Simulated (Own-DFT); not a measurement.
# Computed records: TiO$_{2}$ (rutile, atoms displaced)

A calculation, not a measurement: plane-wave PBE density functional theory by an unreviewed code, no spin, of a simulated periodic cell, stress positive in tension, free energy of the whole cell less one offset for each atom, oxygen file: force components 24 meV/angstrom off all-electron in one glass; forces on such cells passed a denser k mesh, this cell's mesh not checked; offsets are fitted by least squares, one for each functional and potential file, so energies compare only between cells with the same atoms and settings and are not formation energies; the far tail of each file's local potential was reset to the Coulomb form; each entry is a single point on an unrelaxed cell, so the pressure reflects the starting lattice, mostly measured values (interpolated for alloys), from which strain is counted, and rises with the displacements; printed positions are rounded, which can move forces by about a meV/angstrom; the program, named Own-DFT, is a retired in-house code; no spin-orbit coupling; before rounding, a Quantum ESPRESSO 7.3.1 run of the same cell and cutoff gave forces within 1 meV/angstrom rms on each cell, which checks the program and not the settings. Program: Own-DFT development build.

Common to all runs: functional PBE; potential files PseudoDojo norm-conserving, scalar-relativistic, standard set; wave cutoff 72 hartree; occupations Fermi-Dirac; smearing width 0.1 eV; k mesh 3 x 3 x 3 centred on Gamma.

```yaml
- entry: 1
  formula: TiO2
  kind: "rutile, atoms displaced"
  structure:
    cell_angstrom: [[9.1874, 0.0, 0.0], [0.0, 9.1874, 0.0], [0.0, 0.0, 8.8761]]
    atoms_fractional:
      - [Ti, 0.99695, 0.99374, 0.99669]
      - [Ti, 0.2471, 0.24391, 0.1803]
      - [O, 0.13844, 0.14998, 0.0061]
      - [O, 0.34835, 0.34708, 0.99375]
      - [O, 0.397, 0.09883, 0.17207]
      - [O, 0.10117, 0.40454, 0.16335]
      - [Ti, 0.00155, 0.00325, 0.336]
      - [Ti, 0.23497, 0.24833, 0.50014]
      - [O, 0.15582, 0.15113, 0.33031]
      - [O, 0.34812, 0.3353, 0.34114]
      - [O, 0.39983, 0.09502, 0.48767]
      - [O, 0.09724, 0.40046, 0.48288]
      - [Ti, 0.00682, 0.0091, 0.65011]
      - [Ti, 0.25575, 0.24035, 0.83799]
      - [O, 0.14433, 0.15139, 0.67259]
      - [O, 0.34839, 0.35752, 0.6704]
      - [O, 0.39811, 0.09275, 0.85258]
      - [O, 0.08871, 0.39778, 0.81894]
      - [Ti, 0.00017, 0.50684, 0.01643]
      - [Ti, 0.25247, 0.76346, 0.15568]
      - [O, 0.14831, 0.64276, 0.99436]
      - [O, 0.35591, 0.8618, 0.01619]
      - [O, 0.40722, 0.58536, 0.16559]
      - [O, 0.08724, 0.91984, 0.17879]
      - [Ti, 0.00427, 0.49181, 0.3411]
      - [Ti, 0.24578, 0.7497, 0.51994]
      - [O, 0.15517, 0.65176, 0.32234]
      - [O, 0.34297, 0.85398, 0.34382]
      - [O, 0.40345, 0.58675, 0.49783]
      - [O, 0.09956, 0.89425, 0.48979]
      - [Ti, 0.01615, 0.50873, 0.67422]
      - [Ti, 0.24303, 0.74282, 0.83878]
      - [O, 0.16104, 0.64414, 0.65496]
      - [O, 0.34429, 0.83463, 0.6557]
      - [O, 0.40881, 0.5895, 0.83785]
      - [O, 0.09566, 0.91364, 0.84965]
      - [Ti, 0.50241, 0.98459, 0.98795]
      - [Ti, 0.74075, 0.25831, 0.14724]
      - [O, 0.656, 0.152, 0.01056]
      - [O, 0.85311, 0.34769, 0.97773]
      - [O, 0.902, 0.09274, 0.164]
      - [O, 0.59996, 0.39047, 0.16698]
      - [Ti, 0.4967, 0.98755, 0.33605]
      - [Ti, 0.7448, 0.24781, 0.48712]
      - [O, 0.65418, 0.15078, 0.31179]
      - [O, 0.84852, 0.36635, 0.31981]
      - [O, 0.91027, 0.09326, 0.50803]
      - [O, 0.59769, 0.40289, 0.50139]
      - [Ti, 0.50199, 0.00103, 0.67054]
      - [Ti, 0.7559, 0.25551, 0.81825]
      - [O, 0.66145, 0.15447, 0.67846]
      - [O, 0.85368, 0.34909, 0.66622]
      - [O, 0.89928, 0.10234, 0.841]
      - [O, 0.6002, 0.41108, 0.82711]
      - [Ti, 0.49383, 0.51467, 0.9713]
      - [Ti, 0.75146, 0.74715, 0.18052]
      - [O, 0.65937, 0.66758, 0.97666]
      - [O, 0.84345, 0.84483, 0.00744]
      - [O, 0.90807, 0.58444, 0.16665]
      - [O, 0.60751, 0.9096, 0.17943]
      - [Ti, 0.50672, 0.48193, 0.325]
      - [Ti, 0.74788, 0.74588, 0.5116]
      - [O, 0.64999, 0.65663, 0.34267]
      - [O, 0.83062, 0.83469, 0.32386]
      - [O, 0.90214, 0.6014, 0.51184]
      - [O, 0.59208, 0.89747, 0.50691]
      - [Ti, 0.49331, 0.48412, 0.66268]
      - [Ti, 0.73225, 0.76201, 0.84895]
      - [O, 0.646, 0.65606, 0.66986]
      - [O, 0.83905, 0.85049, 0.6593]
      - [O, 0.90103, 0.60149, 0.82927]
      - [O, 0.5986, 0.91272, 0.84053]
  results:
    "free_energy_of_cell_above_offsets [eV]": "-7.075"
    "pressure [GPa]": 13.72
    "stress_xx [GPa]": -13.09
    "stress_yy [GPa]": -12.83
    "stress_zz [GPa]": -15.22
    "stress_yz [GPa]": 1.61
    "stress_xz [GPa]": -0.65
    "stress_xy [GPa]": -0.9
    force_element: [Ti, Ti, O, O, O, O, Ti, Ti, O, O, O, O, Ti, Ti, O, O, O, O, Ti, Ti, O, O, O, O, Ti, Ti, O, O, O, O, Ti, Ti, O, O, O, O, Ti, Ti, O, O, O, O, Ti, Ti, O, O, O, O, Ti, Ti, O, O, O, O, Ti, Ti, O, O, O, O, Ti, Ti, O, O, O, O, Ti, Ti, O, O, O, O]
    "force_x [eV/angstrom]": [-2.836, 1.71, 1.967, -0.312, -0.028, 0.642, -1.848, 1.78, -1.56, 0.058, -0.127, 1.69, -1.548, -1.623, 1.495, -2.145, 0.06, 2.008, -1.92, -1.26, 2.783, -2.167, -0.37, 2.868, -1.077, 1.076, 0.164, -0.168, -0.5, -0.772, -4.784, -1.416, 0.041, 2.235, -5.474, 3.434, 1.616, 2.593, -1.45, 0.041, -0.337, -1.21, -0.052, 0.07, 0.782, -1.102, -2.002, 1.326, 0.311, 2.317, -2.861, -0.552, 0.353, 0.197, 3.601, -1.205, -5.09, 0.763, -2.033, -0.779, -0.846, 0.386, -1.176, 3.452, 0.66, -0.625, 1.878, 6.662, -0.531, 1.52, 1.116, 0.134]
    "force_y [eV/angstrom]": [2.602, 0.113, 1.273, -0.17, -0.104, -0.716, 0.136, 0.169, -0.725, 0.612, 0.647, -1.707, -2.648, 1.8, 0.539, -2.722, -0.179, -0.786, -2.812, -2.177, 2.855, -2.857, 1.389, -3.295, 2.782, -1.183, 0.556, -0.925, 0.544, 0.83, -1.042, 1.229, -0.038, 2.561, 5.314, -3.814, 4.629, -1.151, -1.132, 0.776, 0.739, 1.974, 0.696, 0.984, 0.669, -2.169, 1.991, -1.761, 0.946, 1.048, -2.26, -0.523, -0.986, -0.654, -4.815, -0.707, -5.55, 0.371, 2.352, -0.919, 2.16, -1.481, -1.931, 2.951, -0.374, 1.428, 2.198, 1.225, -0.024, 1.476, 0.056, -0.281]
    "force_z [eV/angstrom]": [1.582, -3.564, -0.641, -0.669, -0.234, 0.428, -3.144, -0.13, 1.941, 0.408, 3.145, 2.843, 3.776, 2.917, -0.755, -0.105, -2.316, 1.004, -2.876, 6.563, -0.634, -2.152, -0.77, -1.055, -1.405, -8.053, -0.562, -1.784, 0.11, 1.249, 1.348, -0.719, 3.893, 4.337, -5.354, -3.126, 6.365, 0.144, -2.146, 1.831, 1.767, -0.236, -1.505, -0.973, 3.266, 1.883, -1.549, -0.064, -3.516, 2.276, -3.186, -1.603, -1.157, 0.671, 8.616, -1.063, 6.192, -0.054, 0.328, -1.657, -0.122, 1.192, -1.207, 2.37, -1.137, 1.243, -2.953, -6.919, 0.245, 0.425, -0.218, -3.044]
- entry: 2
  formula: TiO2
  kind: "rutile, atoms displaced"
  structure:
    cell_angstrom: [[9.1874, 0.0, 0.0], [0.0, 9.1874, 0.0], [0.0, 0.0, 8.8761]]
    atoms_fractional:
      - [Ti, 0.0084, 0.00534, 0.00361]
      - [Ti, 0.23375, 0.25507, 0.14876]
      - [O, 0.15905, 0.16245, 0.00081]
      - [O, 0.33939, 0.34985, 0.99531]
      - [O, 0.38717, 0.10583, 0.16268]
      - [O, 0.08426, 0.41051, 0.16927]
      - [Ti, 0.01905, 0.01204, 0.33938]
      - [Ti, 0.25057, 0.23949, 0.50288]
      - [O, 0.16799, 0.16003, 0.33587]
      - [O, 0.35069, 0.33177, 0.34167]
      - [O, 0.39909, 0.08853, 0.48572]
      - [O, 0.09097, 0.40154, 0.49414]
      - [Ti, 0.01398, 0.00053, 0.66351]
      - [Ti, 0.23911, 0.24454, 0.8429]
      - [O, 0.15289, 0.1601, 0.67164]
      - [O, 0.33758, 0.34723, 0.68791]
      - [O, 0.40779, 0.09122, 0.82475]
      - [O, 0.10409, 0.40196, 0.82715]
      - [Ti, 0.98507, 0.50454, 0.99593]
      - [Ti, 0.26137, 0.76434, 0.18144]
      - [O, 0.15409, 0.65661, 0.99452]
      - [O, 0.35893, 0.84429, 0.98237]
      - [O, 0.4179, 0.59926, 0.16064]
      - [O, 0.09384, 0.91233, 0.16341]
      - [Ti, 0.99758, 0.50965, 0.33262]
      - [Ti, 0.25127, 0.74586, 0.50838]
      - [O, 0.17797, 0.66935, 0.34514]
      - [O, 0.3468, 0.83718, 0.34538]
      - [O, 0.3878, 0.60069, 0.50119]
      - [O, 0.10631, 0.90527, 0.50593]
      - [Ti, 0.0086, 0.50282, 0.65672]
      - [Ti, 0.24645, 0.74191, 0.83678]
      - [O, 0.14296, 0.66482, 0.64853]
      - [O, 0.34967, 0.85602, 0.6641]
      - [O, 0.40303, 0.59838, 0.83687]
      - [O, 0.09043, 0.88953, 0.82668]
      - [Ti, 0.48015, 0.00497, 0.01302]
      - [Ti, 0.74, 0.25853, 0.1677]
      - [O, 0.64757, 0.15223, 0.99379]
      - [O, 0.85634, 0.3394, 0.00468]
      - [O, 0.90269, 0.09275, 0.1572]
      - [O, 0.59828, 0.40496, 0.17348]
      - [Ti, 0.4886, 0.00887, 0.33896]
      - [Ti, 0.74183, 0.23527, 0.49171]
      - [O, 0.66165, 0.15531, 0.33798]
      - [O, 0.84646, 0.3388, 0.34191]
      - [O, 0.89859, 0.10235, 0.51616]
      - [O, 0.60237, 0.40304, 0.50465]
      - [Ti, 0.48607, 0.9906, 0.65684]
      - [Ti, 0.75956, 0.25152, 0.83794]
      - [O, 0.6706, 0.15816, 0.65293]
      - [O, 0.83993, 0.35432, 0.66235]
      - [O, 0.90938, 0.10868, 0.82164]
      - [O, 0.60265, 0.40096, 0.83889]
      - [Ti, 0.50643, 0.49066, 0.02446]
      - [Ti, 0.74723, 0.74658, 0.1734]
      - [O, 0.64536, 0.64907, 0.9949]
      - [O, 0.85857, 0.84468, 0.00727]
      - [O, 0.90465, 0.60028, 0.17226]
      - [O, 0.57677, 0.9068, 0.17466]
      - [Ti, 0.49795, 0.50266, 0.31167]
      - [Ti, 0.73722, 0.7582, 0.51736]
      - [O, 0.66064, 0.64071, 0.34076]
      - [O, 0.83436, 0.84951, 0.33404]
      - [O, 0.89111, 0.60346, 0.50815]
      - [O, 0.60529, 0.92468, 0.49774]
      - [Ti, 0.51535, 0.50184, 0.68317]
      - [Ti, 0.75414, 0.74853, 0.82756]
      - [O, 0.65373, 0.65773, 0.67663]
      - [O, 0.84243, 0.84711, 0.66373]
      - [O, 0.89863, 0.60882, 0.80409]
      - [O, 0.60044, 0.90574, 0.83427]
  results:
    "free_energy_of_cell_above_offsets [eV]": "-7.356"
    "pressure [GPa]": 11.89
    "stress_xx [GPa]": -10.18
    "stress_yy [GPa]": -10.88
    "stress_zz [GPa]": -14.61
    "stress_yz [GPa]": -0.96
    "stress_xz [GPa]": 0.55
    "stress_xy [GPa]": -0.34
    force_element: [Ti, Ti, O, O, O, O, Ti, Ti, O, O, O, O, Ti, Ti, O, O, O, O, Ti, Ti, O, O, O, O, Ti, Ti, O, O, O, O, Ti, Ti, O, O, O, O, Ti, Ti, O, O, O, O, Ti, Ti, O, O, O, O, Ti, Ti, O, O, O, O, Ti, Ti, O, O, O, O, Ti, Ti, O, O, O, O, Ti, Ti, O, O, O, O]
    "force_x [eV/angstrom]": [-3.455, 2.219, -3.447, 1.078, 0.026, 1.239, -2.499, 1.199, -3.042, 1.015, -2.218, 0.637, -1.719, 3.088, -0.753, 1.248, -1.292, -1.809, 1.096, -0.827, -0.765, -1.518, -2.804, 2.443, -0.865, 2.316, -4.443, 2.58, 2.099, -0.977, -1.849, 0.661, -0.633, -0.601, -0.325, 0.352, 2.656, 2.36, 0.329, 0.195, 0.27, 1.458, 2.858, 1.276, -3.148, 1.342, 2.865, -1.519, 2.545, -0.343, -2.579, 1.474, 0.765, -0.342, -0.19, 0.133, 0.665, -0.648, -0.549, 0.893, -0.514, 1.281, -1.309, 0.849, 1.301, -0.262, -1.565, -0.731, -1.476, 0.762, 1.245, 0.201]
    "force_y [eV/angstrom]": [-1.457, 2.976, -3.886, 0.758, -0.184, -0.635, -0.16, 3.613, -2.265, 2.204, 1.99, 0.073, 0.534, 2.36, -1.748, 0.104, 1.161, 1.225, 0.51, -0.044, -0.733, -0.247, 2.239, -1.287, -1.023, -0.35, -3.407, 3.431, -1.138, 1.46, -1.533, -0.633, -1.195, -0.851, -0.01, 1.116, -0.346, -2.826, 0.828, 1.467, 0.873, -1.79, -1.605, 3.602, -2.281, 1.94, -1.94, 1.024, 0.742, -0.826, -1.687, 0.787, -0.898, 0.322, 1.172, 1.944, -0.364, -0.216, 0.317, -0.822, -0.19, 0.01, 0.04, 0.232, -0.425, -1.323, -1.837, 2.743, -0.72, 0.948, -1.553, -0.307]
    "force_z [eV/angstrom]": [-1.511, 4.64, 0.602, 1.647, 0.909, -0.738, 0.295, 1.461, -1.124, -0.959, 2.774, -0.678, 1.269, -5.844, -0.674, -1.72, 0.816, 1.351, -1.108, -1.551, 1.285, 1.521, 0.301, 1.415, 2.221, 1.844, -4.606, -1.977, -0.042, -1.844, 0.079, 0.052, 2.833, 0.466, -0.183, 0.595, -3.196, 0.493, 1.474, 0.532, 0.932, 0.086, -2.999, 3.814, -4.411, -2.828, -1.801, -0.103, 4.273, -3.794, 3.384, 1.392, 1.296, 0.616, -9.203, 0.17, 0.94, -0.011, -1.016, -0.454, 10.55, -2.829, -0.892, -0.365, -1.487, -0.762, -1.888, 3.13, -0.961, -0.066, 2.828, -0.664]
- entry: 3
  formula: TiO2
  kind: "rutile, atoms displaced"
  structure:
    cell_angstrom: [[9.1874, 0.0, 0.0], [0.0, 9.1874, 0.0], [0.0, 0.0, 8.8761]]
    atoms_fractional:
      - [Ti, 0.99464, 0.99195, 0.00143]
      - [Ti, 0.25054, 0.23775, 0.16309]
      - [O, 0.16013, 0.15319, 0.9963]
      - [O, 0.34307, 0.3474, 0.00737]
      - [O, 0.40732, 0.1031, 0.16107]
      - [O, 0.09701, 0.39872, 0.16653]
      - [Ti, 0.98919, 0.98442, 0.34128]
      - [Ti, 0.24222, 0.24515, 0.48965]
      - [O, 0.15503, 0.14892, 0.34432]
      - [O, 0.34959, 0.35634, 0.33451]
      - [O, 0.40917, 0.08496, 0.48715]
      - [O, 0.10596, 0.38596, 0.509]
      - [Ti, 0.01156, 0.99371, 0.67762]
      - [Ti, 0.24863, 0.24937, 0.83416]
      - [O, 0.15898, 0.14319, 0.67852]
      - [O, 0.36438, 0.34612, 0.68157]
      - [O, 0.40628, 0.10213, 0.82676]
      - [O, 0.09559, 0.41783, 0.82765]
      - [Ti, 0.99537, 0.48947, 0.0079]
      - [Ti, 0.24765, 0.74918, 0.16902]
      - [O, 0.15768, 0.642, 0.99645]
      - [O, 0.33792, 0.85027, 0.98827]
      - [O, 0.39465, 0.60692, 0.15742]
      - [O, 0.09683, 0.91937, 0.16032]
      - [Ti, 0.98935, 0.49693, 0.33438]
      - [Ti, 0.24272, 0.74644, 0.48951]
      - [O, 0.14418, 0.64906, 0.33177]
      - [O, 0.33942, 0.85069, 0.33325]
      - [O, 0.39326, 0.58839, 0.51389]
      - [O, 0.08482, 0.89994, 0.50654]
      - [Ti, 0.01668, 0.48922, 0.66574]
      - [Ti, 0.25014, 0.75273, 0.83417]
      - [O, 0.15281, 0.65903, 0.6487]
      - [O, 0.35787, 0.86027, 0.66262]
      - [O, 0.39724, 0.60135, 0.84784]
      - [O, 0.09792, 0.91569, 0.8381]
      - [Ti, 0.50972, 0.0134, 0.98087]
      - [Ti, 0.76246, 0.24541, 0.17086]
      - [O, 0.63993, 0.16749, 0.00756]
      - [O, 0.86244, 0.35837, 0.01393]
      - [O, 0.9004, 0.10175, 0.15412]
      - [O, 0.60766, 0.40224, 0.18299]
      - [Ti, 0.49577, 0.00863, 0.34979]
      - [Ti, 0.74862, 0.25101, 0.48764]
      - [O, 0.65711, 0.15036, 0.33808]
      - [O, 0.82609, 0.35717, 0.32324]
      - [O, 0.90106, 0.11821, 0.48679]
      - [O, 0.58863, 0.40841, 0.4965]
      - [Ti, 0.48527, 0.9975, 0.65814]
      - [Ti, 0.74987, 0.2387, 0.82542]
      - [O, 0.64971, 0.1578, 0.66626]
      - [O, 0.84802, 0.35589, 0.67216]
      - [O, 0.89845, 0.08215, 0.83038]
      - [O, 0.57573, 0.41491, 0.8343]
      - [Ti, 0.51913, 0.5021, 0.98995]
      - [Ti, 0.76202, 0.75085, 0.17205]
      - [O, 0.64366, 0.64686, 0.99689]
      - [O, 0.84372, 0.84335, 0.98791]
      - [O, 0.90662, 0.59251, 0.16529]
      - [O, 0.61139, 0.90403, 0.1689]
      - [Ti, 0.50396, 0.49984, 0.32743]
      - [Ti, 0.75903, 0.76101, 0.50621]
      - [O, 0.65002, 0.65224, 0.33754]
      - [O, 0.8536, 0.84736, 0.32502]
      - [O, 0.91554, 0.59596, 0.48999]
      - [O, 0.60606, 0.91468, 0.49411]
      - [Ti, 0.48447, 0.49596, 0.66152]
      - [Ti, 0.76013, 0.73702, 0.8378]
      - [O, 0.66264, 0.64542, 0.65796]
      - [O, 0.85947, 0.84441, 0.66857]
      - [O, 0.90077, 0.60083, 0.82197]
      - [O, 0.60784, 0.89121, 0.83539]
  results:
    "free_energy_of_cell_above_offsets [eV]": "-11.887"
    "pressure [GPa]": 11.1
    "stress_xx [GPa]": -10.59
    "stress_yy [GPa]": -10.21
    "stress_zz [GPa]": -12.51
    "stress_yz [GPa]": -1.99
    "stress_xz [GPa]": -0.48
    "stress_xy [GPa]": -0.85
    force_element: [Ti, Ti, O, O, O, O, Ti, Ti, O, O, O, O, Ti, Ti, O, O, O, O, Ti, Ti, O, O, O, O, Ti, Ti, O, O, O, O, Ti, Ti, O, O, O, O, Ti, Ti, O, O, O, O, Ti, Ti, O, O, O, O, Ti, Ti, O, O, O, O, Ti, Ti, O, O, O, O, Ti, Ti, O, O, O, O, Ti, Ti, O, O, O, O]
    "force_x [eV/angstrom]": [-0.178, 1.472, -1.461, -0.135, -0.166, -0.081, 1.679, 1.467, -0.436, -1.295, -4.269, -1.111, -0.969, 1.122, -0.028, -2.421, 0.145, 1.875, 2.732, 1.675, -0.503, 0.34, 0.07, 0.193, 0.859, 0.868, 0.536, 0.246, -1.537, 0.671, -1.919, 0.984, -0.454, -2.101, -0.619, 1.214, 0.313, -1.958, 1.291, -3.166, 0.235, -0.941, 3.345, -0.674, -0.356, 2.206, 1.004, 1.095, 2.766, 0.002, 0.527, -0.574, -1.562, 3.973, -3.564, -4.358, 2.842, 1.504, -0.647, 0.28, -0.274, -2.007, 1.319, -0.015, -0.902, 0.745, 1.538, -1.676, 0.332, -0.406, 0.919, -1.625]
    "force_y [eV/angstrom]": [0.545, 1.387, -0.763, -0.392, -0.621, -0.248, 2.738, 1.139, -0.759, -1.681, 4.396, 0.965, 0.965, 1.381, 0.39, -1.985, -0.215, -2.229, 2.03, -1.464, 1.666, 0.788, 0.149, -1.166, -0.092, -1.09, 0.654, 0.258, 2.418, -0.025, 1.646, -2.091, -0.203, -1.883, 0.882, -1.758, -2.281, -0.006, 0.444, -3.022, -0.393, 0.425, -3.449, 0.858, 0.014, 0.988, -1.623, -1.068, -0.336, 0.476, 0.454, -1.007, 2.292, -3.524, -0.002, 0.155, 1.893, 0.639, 1.179, -0.569, 0.324, -2.434, 1.269, -0.28, 0.518, -1.081, 1.265, -0.793, 1.334, 0.225, -0.766, 2.148]
    "force_z [eV/angstrom]": [0.381, -0.872, -0.197, -0.318, 0.569, 0.709, -0.231, 0.31, -0.724, 0.639, 4.535, -0.836, -0.57, 1.135, -1.298, -0.754, -0.01, 1.042, -0.794, -2.205, -0.142, 0.524, 1.258, 1.311, -0.748, 0.167, 0.027, 0.115, -1.877, -1.323, -0.122, 1.89, 1.448, -0.212, -1.611, -0.2, 2.29, -1.425, -1.285, -1.295, 0.905, -1.332, -8.494, 2.109, -0.606, 1.565, 0.071, 0.265, 2.182, -1.286, 0.563, 0.443, 0.108, -1.622, 3.424, -1.108, 0.691, 1.999, 0.74, -0.648, -0.429, 1.833, -0.359, 0.886, 0.456, 0.906, 0.305, -1.753, -0.796, -0.626, 0.594, -0.29]
```
